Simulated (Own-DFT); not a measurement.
Simulation results for Si3N4 (beta silicon nitride, atoms displaced)

All values are calculated (Own-DFT development build). A calculation, not a measurement: plane-wave PBE density functional theory by an unreviewed code, no spin, of a simulated periodic cell, stress positive in tension, free energy of the whole cell less one offset for each atom, forces on such cells passed a denser k mesh, this cell's mesh not checked; offsets are fitted by least squares, one for each functional and potential file, so energies compare only between cells with the same atoms and settings and are not formation energies; the far tail of each file's local potential was reset to the Coulomb form; each entry is a single point on an unrelaxed cell, so the pressure reflects the starting lattice, mostly measured values (interpolated for alloys), from which strain is counted, and rises with the displacements; printed positions are rounded, which can move forces by about a meV/angstrom; the program, named Own-DFT, is a retired in-house code; no spin-orbit coupling.

Settings shared by all entries: functional PBE; potential files PseudoDojo norm-conserving, scalar-relativistic, standard set; wave cutoff 42 hartree; occupations Fermi-Dirac; smearing width 0.1 eV; k mesh 3 x 3 x 3 centred on Gamma.

(1) Si3N4 (beta silicon nitride, atoms displaced)

```cif
# cell vector a (Å): 7.6060 0.0000 0.0000
# cell vector b (Å): -3.8030 6.5870 0.0000
# cell vector c (Å): 0.0000 0.0000 8.7270
data_Si3N4
_symmetry_space_group_name_H-M 'P 1'
_symmetry_Int_Tables_number 1
_cell_length_a 7.6060
_cell_length_b 7.6060
_cell_length_c 8.7270
_cell_angle_alpha 90.000
_cell_angle_beta 90.000
_cell_angle_gamma 120.000
_cell_volume 437.23
loop_
_atom_site_label
_atom_site_type_symbol
_atom_site_fract_x
_atom_site_fract_y
_atom_site_fract_z
_atom_site_occupancy
Si1 Si 0.18032 0.76206 0.07940 1
Si2 Si 0.24028 0.41855 0.09715 1
Si3 Si 0.59809 0.80803 0.06535 1
Si4 Si 0.82175 0.22072 0.23618 1
Si5 Si 0.77037 0.58767 0.25417 1
Si6 Si 0.42348 0.17633 0.25451 1
N1 N 0.33144 0.01591 0.07246 1
N2 N 0.96175 0.30272 0.08829 1
N3 N 0.72617 0.70146 0.08748 1
N4 N 0.64885 0.94586 0.25677 1
N5 N 0.02166 0.71606 0.25920 1
N6 N 0.31905 0.33650 0.24971 1
N7 N 0.33664 0.67096 0.10751 1
N8 N 0.65467 0.31708 0.24420 1
Si7 Si 0.15817 0.76047 0.41615 1
Si8 Si 0.21792 0.41082 0.42244 1
Si9 Si 0.57799 0.82760 0.41721 1
Si10 Si 0.83314 0.23988 0.57345 1
Si11 Si 0.78058 0.60375 0.59900 1
Si12 Si 0.41766 0.19792 0.59170 1
N9 N 0.35355 0.03627 0.40785 1
N10 N 0.94911 0.28244 0.41519 1
N11 N 0.68063 0.66271 0.42865 1
N12 N 0.66713 0.96179 0.60376 1
N13 N 0.05283 0.71961 0.57686 1
N14 N 0.30726 0.32484 0.57987 1
N15 N 0.33742 0.65974 0.43009 1
N16 N 0.65291 0.31530 0.57246 1
Si13 Si 0.20938 0.78676 0.75623 1
Si14 Si 0.22147 0.40096 0.75092 1
Si15 Si 0.60514 0.82584 0.74095 1
Si16 Si 0.81400 0.23956 0.92207 1
Si17 Si 0.76635 0.57638 0.92063 1
Si18 Si 0.39567 0.16152 0.90694 1
N17 N 0.32341 0.04984 0.74904 1
N18 N 0.97666 0.30550 0.73440 1
N19 N 0.70221 0.67665 0.74248 1
N20 N 0.67433 0.95371 0.92153 1
N21 N 0.00526 0.68039 0.94205 1
N22 N 0.29478 0.33627 0.91873 1
N23 N 0.32857 0.65632 0.75221 1
N24 N 0.65592 0.32572 0.91163 1
```

The calculation gives: free energy of cell above offsets 5.639 eV; pressure 14.71 GPa; stress xx -18.99 GPa; stress yy -11.27 GPa; stress zz -13.88 GPa; stress yz 6.21 GPa; stress xz 0.44 GPa; stress xy -2.35 GPa.

Force:
```tsv
element	x (eV/Å)	y (eV/Å)	z (eV/Å)
Si	-2.251	0.874	3.172
Si	0.537	-2.598	-1.778
Si	-4.55	1.634	6.615
Si	-2.925	-3.669	5.017
Si	-3.909	0.516	1.375
Si	-6.015	-3.865	-2.229
N	-0.135	2.257	0.267
N	2.653	1.533	-3.268
N	4.724	-5.874	-0.373
N	1.034	4.485	-4.654
N	2.398	-0.599	-2.375
N	-2.197	0.143	0.983
N	0.493	-0.99	-1.636
N	6.267	5.927	-0.998
Si	5.024	4.159	-2.593
Si	3.716	-2.719	-0.917
Si	3.365	-0.668	3.121
Si	-3.442	-3.627	4.08
Si	0.578	-1.256	-6.391
Si	-0.382	-5.981	-4.109
N	-1.09	-2.941	3.892
N	3.477	2.129	-3.996
N	2.872	-0.638	-0.616
N	-0.758	6.341	-9.222
N	-3.465	-2.055	6.893
N	-6.431	3.35	0.881
N	-5.416	-0.13	-0.368
N	5.62	5.93	1.187
Si	-4.136	-1.255	-1.556
Si	3.098	-0.323	-0.424
Si	-1.833	-3.483	7.368
Si	4.363	-2.844	-1.886
Si	-5.167	2.968	-0.044
Si	-1.912	3.304	6.491
N	0.532	-4.738	-2.35
N	-3.34	-1.092	2.706
N	2.383	-2.287	5.053
N	-0.938	4.764	-4.54
N	5.609	2.053	-3.896
N	0.996	-0.607	0.741
N	1.899	2.371	0.571
N	-1.344	-0.5	-0.193
```

(2) Si3N4 (beta silicon nitride, atoms displaced)

```cif
# cell vector a (Å): 7.6060 0.0000 0.0000
# cell vector b (Å): -3.8030 6.5870 0.0000
# cell vector c (Å): 0.0000 0.0000 8.7270
data_Si3N4
_symmetry_space_group_name_H-M 'P 1'
_symmetry_Int_Tables_number 1
_cell_length_a 7.6060
_cell_length_b 7.6060
_cell_length_c 8.7270
_cell_angle_alpha 90.000
_cell_angle_beta 90.000
_cell_angle_gamma 120.000
_cell_volume 437.23
loop_
_atom_site_label
_atom_site_type_symbol
_atom_site_fract_x
_atom_site_fract_y
_atom_site_fract_z
_atom_site_occupancy
Si1 Si 0.15554 0.74377 0.07776 1
Si2 Si 0.21577 0.38386 0.09112 1
Si3 Si 0.61805 0.82371 0.08139 1
Si4 Si 0.82988 0.22421 0.24133 1
Si5 Si 0.77689 0.60124 0.25034 1
Si6 Si 0.40340 0.17239 0.25768 1
N1 N 0.32839 0.04289 0.09130 1
N2 N 0.99188 0.32901 0.09142 1
N3 N 0.67582 0.65520 0.07723 1
N4 N 0.66724 0.95468 0.24566 1
N5 N 0.03720 0.71589 0.24098 1
N6 N 0.28796 0.33864 0.25854 1
N7 N 0.34879 0.67638 0.08450 1
N8 N 0.65260 0.33859 0.23324 1
Si7 Si 0.20125 0.79675 0.40752 1
Si8 Si 0.19141 0.37427 0.42305 1
Si9 Si 0.61040 0.81307 0.41909 1
Si10 Si 0.83231 0.21761 0.57739 1
Si11 Si 0.77231 0.58959 0.60404 1
Si12 Si 0.39818 0.17601 0.57177 1
N9 N 0.34029 0.03439 0.42692 1
N10 N 0.95387 0.28778 0.40762 1
N11 N 0.69425 0.66678 0.43764 1
N12 N 0.67873 0.96432 0.57721 1
N13 N 0.04934 0.72374 0.57494 1
N14 N 0.31992 0.33358 0.55992 1
N15 N 0.31677 0.66744 0.42842 1
N16 N 0.66322 0.33209 0.59594 1
Si13 Si 0.17160 0.74656 0.75143 1
Si14 Si 0.23161 0.37500 0.74337 1
Si15 Si 0.62213 0.85541 0.76182 1
Si16 Si 0.83190 0.23045 0.93582 1
Si17 Si 0.77981 0.59746 0.90180 1
Si18 Si 0.40987 0.15159 0.91553 1
N17 N 0.32361 0.03217 0.75528 1
N18 N 0.96957 0.31048 0.73116 1
N19 N 0.71006 0.66349 0.74394 1
N20 N 0.67879 0.97961 0.92639 1
N21 N 0.02605 0.71597 0.92767 1
N22 N 0.30771 0.33314 0.91543 1
N23 N 0.32543 0.67273 0.74527 1
N24 N 0.67556 0.35701 0.94121 1
```

Results for Si3N4 (beta silicon nitride, atoms displaced): free energy of cell above offsets 8.012 eV; pressure 14.21 GPa; stress xx -15.56 GPa; stress yy -10.3 GPa; stress zz -16.76 GPa; stress yz -4.3 GPa; stress xz -2.46 GPa; stress xy 3.15 GPa.

Force:
```tsv
element	x (eV/Å)	y (eV/Å)	z (eV/Å)
Si	6.027	3.936	2.393
Si	8.507	6.373	-2.653
Si	-6.802	-0.088	1.302
Si	-4.586	-0.887	1.138
Si	-1.911	-0.657	0.367
Si	-1.365	1.951	-1.627
N	0.198	-3.202	-0.92
N	-7.044	-3.349	-1.289
N	6.316	-2.362	0.001
N	1.165	3.013	1.342
N	-1.525	-0.576	3.053
N	2.397	-2.904	0.507
N	-2.054	-1.723	-0.596
N	4.063	-0.309	1.985
Si	-2.595	-6.178	0.978
Si	3.913	6.989	-2.063
Si	-7.581	1.304	-0.988
Si	-5.448	0.828	-0.276
Si	4.915	-1.11	-9.525
Si	5.098	-0.257	6.604
N	0.449	1.992	-4.728
N	-1.998	-1.012	0.944
N	6.017	-3.744	-2.538
N	0.191	0.596	2.28
N	-2.723	-1.785	1.699
N	-4.88	1.648	3.587
N	4.689	-1.958	-0.834
N	1.678	-1.547	-0.818
Si	-5.478	4.587	-1.205
Si	-1.502	3.923	0.208
Si	-2.108	-5.234	-4.306
Si	-2.343	4.258	-3.801
Si	-2.759	-0.061	4.549
Si	-1.239	4.837	3.06
N	0.291	-1.843	-3.247
N	2.68	-0.203	4.556
N	-6.261	4.876	6.145
N	0.88	0.902	-0.018
N	0.596	-0.362	-4.924
N	-0.286	-1.581	0.517
N	9.495	-2.898	0.883
N	2.924	-6.183	-1.745
```

(3) Si3N4 (beta silicon nitride, atoms displaced)

```cif
# cell vector a (Å): 7.6060 0.0000 0.0000
# cell vector b (Å): -3.8030 6.5870 0.0000
# cell vector c (Å): 0.0000 0.0000 8.7270
data_Si3N4
_symmetry_space_group_name_H-M 'P 1'
_symmetry_Int_Tables_number 1
_cell_length_a 7.6060
_cell_length_b 7.6060
_cell_length_c 8.7270
_cell_angle_alpha 90.000
_cell_angle_beta 90.000
_cell_angle_gamma 120.000
_cell_volume 437.23
loop_
_atom_site_label
_atom_site_type_symbol
_atom_site_fract_x
_atom_site_fract_y
_atom_site_fract_z
_atom_site_occupancy
Si1 Si 0.17851 0.79888 0.07716 1
Si2 Si 0.24148 0.40352 0.07705 1
Si3 Si 0.60742 0.82101 0.09146 1
Si4 Si 0.82435 0.24404 0.25124 1
Si5 Si 0.74305 0.58224 0.26686 1
Si6 Si 0.39090 0.16567 0.25602 1
N1 N 0.32227 0.04635 0.09440 1
N2 N 0.99301 0.31178 0.07076 1
N3 N 0.69905 0.66319 0.07494 1
N4 N 0.69543 0.98278 0.25805 1
N5 N 0.03464 0.71805 0.24746 1
N6 N 0.31177 0.33199 0.25324 1
N7 N 0.34360 0.66704 0.08333 1
N8 N 0.64647 0.31017 0.24822 1
Si7 Si 0.16616 0.76643 0.41420 1
Si8 Si 0.19957 0.38972 0.40073 1
Si9 Si 0.58936 0.82889 0.42216 1
Si10 Si 0.82853 0.22511 0.59131 1
Si11 Si 0.76683 0.59408 0.60028 1
Si12 Si 0.40776 0.15520 0.58319 1
N9 N 0.33142 0.01319 0.40808 1
N10 N 0.93454 0.28609 0.40001 1
N11 N 0.68992 0.66643 0.41187 1
N12 N 0.67019 0.98116 0.58798 1
N13 N 0.02737 0.72705 0.55544 1
N14 N 0.30820 0.33507 0.54990 1
N15 N 0.31407 0.65737 0.42074 1
N16 N 0.65376 0.34380 0.57750 1
Si13 Si 0.15625 0.75761 0.73913 1
Si14 Si 0.23809 0.38307 0.75351 1
Si15 Si 0.62784 0.83152 0.73794 1
Si16 Si 0.85083 0.24255 0.92014 1
Si17 Si 0.77421 0.59229 0.91336 1
Si18 Si 0.41513 0.19153 0.91388 1
N17 N 0.34142 0.03165 0.74588 1
N18 N 0.97554 0.30811 0.75771 1
N19 N 0.71503 0.67384 0.73952 1
N20 N 0.67816 0.96853 0.92796 1
N21 N 0.02176 0.70607 0.92375 1
N22 N 0.30898 0.30782 0.89946 1
N23 N 0.32476 0.66596 0.74446 1
N24 N 0.67252 0.34785 0.91414 1
```

Results for Si3N4 (beta silicon nitride, atoms displaced): free energy of cell above offsets 6.267 eV; pressure 13.36 GPa; stress xx -12.63 GPa; stress yy -11.41 GPa; stress zz -16.03 GPa; stress yz -2.19 GPa; stress xz -0.9 GPa; stress xy 2.95 GPa.

Force:
```tsv
element	x (eV/Å)	y (eV/Å)	z (eV/Å)
Si	1.741	-4.105	2.405
Si	1.512	2.358	0.939
Si	-1.896	1.29	-0.056
Si	-3.237	-3.195	-8.822
Si	4.371	-1.204	-6.709
Si	1.621	0.578	1.376
N	0.577	-0.177	-5.399
N	-1.431	-0.581	3.793
N	0.534	-1.095	2.141
N	-0.702	-2.745	-1.349
N	-2.009	-1.916	-0.829
N	-3.253	1.275	-2.058
N	-1.201	0.583	-0.144
N	0.061	3.875	-0.034
Si	3.08	-0.184	-5.534
Si	1.471	2.222	1.324
Si	-0.941	-1.29	-2.312
Si	-2.119	4.071	-1.785
Si	3.28	-2.254	-11.73
Si	-2.25	2.34	-3.68
N	0.65	2.386	2.631
N	6.671	3.705	10.47
N	-2.414	1.93	5.852
N	0.583	-2.136	-1.247
N	-3.587	-2.509	8.864
N	-0.331	-2.23	5.219
N	1.557	0.084	-0.432
N	4.328	-2.048	1.03
Si	2.445	1.655	0.802
Si	-2.949	4.71	-6.853
Si	-6.365	0.192	5.383
Si	-5.016	-3.149	0.195
Si	-2.139	1.553	2.005
Si	10.01	-7.824	1.27
N	-0.834	-1.965	2.234
N	1.324	-0.21	-3.347
N	-2.7	2.163	7.615
N	0.876	1.445	-2.979
N	2.531	1.431	-3.489
N	-9.269	6.038	3.08
N	2.875	-1.43	0.333
N	2.545	-3.635	-0.18
```

(4) Si3N4 (beta silicon nitride, atoms displaced)

```cif
# cell vector a (Å): 7.6060 0.0000 0.0000
# cell vector b (Å): -3.8030 6.5870 0.0000
# cell vector c (Å): 0.0000 0.0000 8.7270
data_Si3N4
_symmetry_space_group_name_H-M 'P 1'
_symmetry_Int_Tables_number 1
_cell_length_a 7.6060
_cell_length_b 7.6060
_cell_length_c 8.7270
_cell_angle_alpha 90.000
_cell_angle_beta 90.000
_cell_angle_gamma 120.000
_cell_volume 437.23
loop_
_atom_site_label
_atom_site_type_symbol
_atom_site_fract_x
_atom_site_fract_y
_atom_site_fract_z
_atom_site_occupancy
Si1 Si 0.15707 0.75224 0.07546 1
Si2 Si 0.22720 0.41618 0.07685 1
Si3 Si 0.58439 0.82947 0.09382 1
Si4 Si 0.84622 0.23924 0.22388 1
Si5 Si 0.76469 0.58171 0.26033 1
Si6 Si 0.38063 0.17122 0.23985 1
N1 N 0.31247 0.05521 0.07815 1
N2 N 0.96641 0.27052 0.07010 1
N3 N 0.68838 0.65052 0.09515 1
N4 N 0.69013 0.98386 0.25450 1
N5 N 0.02210 0.71300 0.24853 1
N6 N 0.29313 0.34284 0.24643 1
N7 N 0.33639 0.65096 0.06553 1
N8 N 0.66753 0.35118 0.25956 1
Si7 Si 0.18834 0.77664 0.42326 1
Si8 Si 0.23725 0.40503 0.39781 1
Si9 Si 0.61456 0.83760 0.41029 1
Si10 Si 0.83310 0.26572 0.56652 1
Si11 Si 0.74318 0.58124 0.59719 1
Si12 Si 0.42766 0.19324 0.57312 1
N9 N 0.32336 0.03722 0.40201 1
N10 N 0.96668 0.31805 0.41926 1
N11 N 0.71740 0.66891 0.41019 1
N12 N 0.66754 0.92939 0.57752 1
N13 N 0.02084 0.68321 0.56364 1
N14 N 0.28938 0.32613 0.56809 1
N15 N 0.33970 0.65796 0.41867 1
N16 N 0.69029 0.36249 0.57036 1
Si13 Si 0.16665 0.76511 0.76761 1
Si14 Si 0.26838 0.42075 0.74511 1
Si15 Si 0.56879 0.80050 0.76109 1
Si16 Si 0.81226 0.21274 0.89992 1
Si17 Si 0.76614 0.59695 0.91183 1
Si18 Si 0.39510 0.15610 0.91763 1
N17 N 0.31971 0.02402 0.73412 1
N18 N 0.99426 0.31845 0.74336 1
N19 N 0.69813 0.68280 0.75067 1
N20 N 0.64724 0.93932 0.90772 1
N21 N 0.03546 0.69724 0.91855 1
N22 N 0.30920 0.30944 0.91656 1
N23 N 0.32902 0.67923 0.72560 1
N24 N 0.67350 0.33932 0.92412 1
```

Results for Si3N4 (beta silicon nitride, atoms displaced): free energy of cell above offsets 9.874 eV; pressure 14.86 GPa; stress xx -8.33 GPa; stress yy -18.4 GPa; stress zz -17.85 GPa; stress yz -1.94 GPa; stress xz 4.27 GPa; stress xy 3.15 GPa.

Force:
```tsv
element	x (eV/Å)	y (eV/Å)	z (eV/Å)
Si	1.417	2.538	6.356
Si	3.317	-7.189	-1.043
Si	4.035	-1.775	-0.976
Si	-5.452	0.726	8.35
Si	0.244	5.283	-3.029
Si	2.647	3.887	2.39
N	1.088	-7.878	1.412
N	1.404	1.44	-3.939
N	-1.52	2.4	-3.156
N	-1.127	-0.475	-2.955
N	4.293	0.562	-1.216
N	2.557	-2.601	-5.579
N	-4.154	6.691	0.267
N	1.788	-10.62	-1.749
Si	-0.416	-1.605	-2.241
Si	-4.908	2.103	7.128
Si	0.234	-4.819	0.101
Si	4.76	-4.122	5.214
Si	1.704	9.882	-5.247
Si	-2.502	-2.726	-0.787
N	1.014	0.227	2.408
N	4.146	0.276	-7.443
N	-4.454	1.946	4.507
N	-1.072	6.118	4.669
N	-1.291	0.463	6.026
N	3.395	-0.238	1.487
N	-0.619	3.294	-1.779
N	-3.838	-8.335	1.167
Si	1.486	0.747	-9.741
Si	-3.48	-2.169	-0.364
Si	0.163	3.359	-6.835
Si	1.655	1.31	-1.146
Si	-0.956	-0.613	4.023
Si	3.487	2.266	-5.25
N	0.795	1.563	2.102
N	-2.598	-1.71	0.597
N	2.909	-3.225	1.871
N	-0.177	5.615	5.438
N	-4.522	-1.85	-0.183
N	-5.846	5.689	-1.397
N	-0.074	-3.72	2.047
N	0.469	-2.715	-1.506
```

(5) Si3N4 (beta silicon nitride, atoms displaced)

```cif
# cell vector a (Å): 7.6060 0.0000 0.0000
# cell vector b (Å): -3.8030 6.5870 0.0000
# cell vector c (Å): 0.0000 0.0000 8.7270
data_Si3N4
_symmetry_space_group_name_H-M 'P 1'
_symmetry_Int_Tables_number 1
_cell_length_a 7.6060
_cell_length_b 7.6060
_cell_length_c 8.7270
_cell_angle_alpha 90.000
_cell_angle_beta 90.000
_cell_angle_gamma 120.000
_cell_volume 437.23
loop_
_atom_site_label
_atom_site_type_symbol
_atom_site_fract_x
_atom_site_fract_y
_atom_site_fract_z
_atom_site_occupancy
Si1 Si 0.19307 0.77503 0.09998 1
Si2 Si 0.20868 0.39801 0.07873 1
Si3 Si 0.56759 0.82847 0.07881 1
Si4 Si 0.81805 0.23917 0.26534 1
Si5 Si 0.77253 0.58691 0.26580 1
Si6 Si 0.41860 0.19957 0.27158 1
N1 N 0.32773 0.02903 0.07917 1
N2 N 0.95367 0.28603 0.07430 1
N3 N 0.72081 0.68813 0.06787 1
N4 N 0.66065 0.96678 0.26111 1
N5 N 0.00393 0.70329 0.24757 1
N6 N 0.31601 0.35562 0.23935 1
N7 N 0.32823 0.65039 0.08358 1
N8 N 0.68310 0.34433 0.26008 1
Si7 Si 0.17982 0.75974 0.41770 1
Si8 Si 0.25060 0.39373 0.42356 1
Si9 Si 0.59146 0.83127 0.41735 1
Si10 Si 0.81847 0.22443 0.60290 1
Si11 Si 0.76238 0.58458 0.58585 1
Si12 Si 0.43074 0.18379 0.58916 1
N9 N 0.32208 0.03978 0.39923 1
N10 N 0.95419 0.31222 0.42758 1
N11 N 0.69479 0.66150 0.41111 1
N12 N 0.65090 0.98374 0.58393 1
N13 N 0.03623 0.73068 0.58690 1
N14 N 0.29935 0.34214 0.58821 1
N15 N 0.34957 0.68907 0.42834 1
N16 N 0.65701 0.31857 0.58628 1
Si13 Si 0.16489 0.75570 0.75639 1
Si14 Si 0.24170 0.38288 0.75915 1
Si15 Si 0.59988 0.83065 0.76126 1
Si16 Si 0.82082 0.22552 0.90751 1
Si17 Si 0.77027 0.59224 0.93081 1
Si18 Si 0.41476 0.15490 0.92983 1
N17 N 0.32279 0.02951 0.74812 1
N18 N 0.95262 0.29549 0.75972 1
N19 N 0.68927 0.67138 0.75500 1
N20 N 0.66787 0.95011 0.93597 1
N21 N 0.02951 0.71345 0.92060 1
N22 N 0.28782 0.29288 0.91158 1
N23 N 0.29179 0.64287 0.76368 1
N24 N 0.69453 0.35531 0.91945 1
```

The calculation gives: free energy of cell above offsets 8.568 eV; pressure 15.77 GPa; stress xx -16.46 GPa; stress yy -14.63 GPa; stress zz -16.23 GPa; stress yz 5.69 GPa; stress xz 3.49 GPa; stress xy -2.43 GPa.

Force:
```tsv
element	x (eV/Å)	y (eV/Å)	z (eV/Å)
Si	-5.284	-1.974	-2.83
Si	2.133	-2.291	-1.388
Si	5.3	-3.88	8.268
Si	4.37	-3.486	-2.604
Si	-5.714	1.382	-5.417
Si	0.639	1.45	-7.654
N	1.254	-1.128	6.706
N	0.602	0.447	3.311
N	-5.082	0.957	8.045
N	-0.283	2.186	-3.513
N	10.87	4.368	0.819
N	0.428	-1.328	2.447
N	-2.531	1.381	0.643
N	-5.037	-2.041	-0.207
Si	-4.574	1.839	0.382
Si	-5.937	3.5	-3.64
Si	3.186	0.382	1.747
Si	0.756	1.953	-3.832
Si	-0.068	2.714	0.7
Si	-8.652	-7.207	-0.12
N	0.147	-3.444	6.827
N	4.023	0.73	0.908
N	-2.382	0.751	4.253
N	1.183	-4.26	1.578
N	-1.007	-2.265	-1.295
N	4.698	-2.976	0.531
N	-1.137	-5.484	-0.427
N	5.277	7.425	0.217
Si	-3.441	2.959	0.146
Si	-5.027	3.573	0.129
Si	-3.012	-1.641	-1.775
Si	-1.805	-1.415	5.958
Si	1.425	2.963	-4.473
Si	-0.305	4.287	-6.309
N	1.736	-0.048	0.647
N	5.23	1.069	-3.354
N	2.244	-1.908	-1.345
N	-0.515	7.183	-8.508
N	1.692	0.141	1.136
N	-0.624	1.284	3.595
N	7.699	-1.171	-0.18
N	-2.475	-6.975	-0.123
```
